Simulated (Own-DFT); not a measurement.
# What a defect does to the pressure of its cell: C40 NbSi2

Everything here is calculated. The program is Own-DFT (plane waves, in-house, since retired, never reviewed by a person); positions were held fixed, and spin and spin-orbit coupling were off.

Common settings: PBE; PseudoDojo norm-conserving scalar-relativistic files; cutoff 42 hartree; 4 x 4 x 5 k mesh centred on Gamma; cold (Marzari-Vanderbilt) smearing of 0.2 eV.

Keep in mind: forces on such cells failed a check on a denser k mesh; stress not checked against mesh or cutoff.

All runs share one cell, with vectors in Å (0.000, 8.324, 0.000); (-9.613, 0.000, 0.000); (0.000, 0.000, 6.586) and a volume of 527.0 Å³. The atoms are randomly displaced, by u rms on each axis. The defect's site can differ from row to row.

```
cell,formula,u (Å),P (GPa)
no defect,Nb12Si24,0.0198,1.49
no defect,Nb12Si24,0.0200,1.48
no defect,Nb12Si24,0.0547,2.92
one Si vacancy,Nb12Si23,0.0323,1.04
one Si vacancy,Nb12Si23,0.0472,1.59
one Si vacancy,Nb12Si23,0.0495,2.18
two Nb vacancies,Nb10Si24,0.0301,0.08
two Nb vacancies,Nb10Si24,0.0323,?
two Nb vacancies,Nb10Si24,0.0499,0.63
two Nb vacancies,Nb10Si24,0.0501,0.45
two Si on a Nb site each,Nb10Si26,0.0279,1.54
two Si on a Nb site each,Nb10Si26,0.0322,1.64
two Si on a Nb site each,Nb10Si26,0.0520,2.25
two Nb on a Si site each,Nb14Si22,0.0264,7.40
two Nb on a Si site each,Nb14Si22,0.0487,8.58
two Nb on a Si site each,Nb14Si22,0.0557,8.17
```

## What the rows give

P = P0 + c u² + a shift for each defect gives P0 = 1.38 GPa, c = 459 ± 70 GPa/Å² and a scatter of 0.25 GPa. The shifts, and each times the cell's volume:

- two Nb on a Si site each: 5.72 ± 0.21 GPa, 18.8 eV (9.4 eV for each of its 2 sites)
- two Si on a Nb site each: -0.26 ± 0.20 GPa, -0.9 eV (-0.4 eV for each of its 2 sites) (not resolved)
- one Si vacancy: -0.65 ± 0.21 GPa, -2.2 eV
- two Nb vacancies: -1.90 ± 0.21 GPa, -6.3 eV (-3.1 eV for each of its 2 sites)

Against the defect-free cell, a freed cell would be larger where the shift is positive and smaller where it is negative (160.2 GPa Å³ is 1 eV). The atoms around the defects weren't relaxed, which would change these numbers.

## The run left out

Question: what pressure belongs in the blank (two Nb vacancies, u = 0.0323 Å)?

The fitted form gives -0.04 ± 0.29 GPa. DFT gave 0.15 GPa.
